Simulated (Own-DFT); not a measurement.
# Energy and forces against displacement in 3C SiC, 64 atoms (C32Si32)

These are calculations, not measurements. The program, named Own-DFT, is a retired in-house plane-wave density functional code that no person has reviewed. Each row is one single-point run on a periodic cell that was not relaxed, without spin or spin-orbit coupling.

Settings of every run: PBE; PseudoDojo norm-conserving scalar-relativistic files; cutoff 42 hartree; 4 x 4 x 4 k mesh centred on Gamma; Fermi-Dirac smearing of 0.1 eV.

Known limits, some of them of some rows only: some atoms lie very close together; forces on such cells passed a denser k mesh, each cell not checked; stress not checked against mesh or cutoff.

Cell vectors in Å: (8.719, 0.000, 0.000); (0.000, 8.719, 0.000); (0.000, 0.000, 8.719). In each run every atom was moved at random and independently from its ideal site; u is the rms move along one axis. E is the free energy for each atom above the fitted value at u = 0, and F the rms of the force components.

```
run   u (Å)  E (meV/atom)  F (eV/Å)  largest force (eV/Å)  P (GPa)
  1  0.0291          31.4     0.831                  3.52     3.73
  2  0.0319          36.9     0.912                  3.16     3.88
  3  0.0583             ?         ?                     ?        ?
  4  0.0630         139.3     1.806                  5.97     6.31
  5  0.0949         327.2     2.878                 12.03    11.07
  6  0.0986         364.9     2.935                 11.19    11.98
  7  0.1543         973.1     6.469                 35.87    27.48
```

## Worked fit

For small independent moves the energy grows as E = (3/2) K u², with K the mean stiffness felt by one atom. The runs with u up to 0.11 Å give K = 24.3 ± 0.5 eV/Å², with residuals divided by u² + 0.0006 Å², since the noise grows with the moves. The scatter is 2.9 meV/atom at u = 0.05 Å. The forces follow F = G u with G = 29.2 eV/Å²; no force at u = 0 is resolved. G exceeds K because the moves of its neighbours add to the force on an atom, and stiffness differs between atoms. At u = 0.154 Å the parabola gives 867 meV/atom and the run 973. The pressure follows P = 2.87 + 920 u² GPa: at fixed volume, shortened bonds push harder than stretched ones pull.

## Withheld run

Question: what energy and rms force should run 3 give?

The fit gives 124 ± 4 meV/atom and about 1.70 eV/Å. The calculation gave 119.5 meV/atom and 1.625 eV/Å.
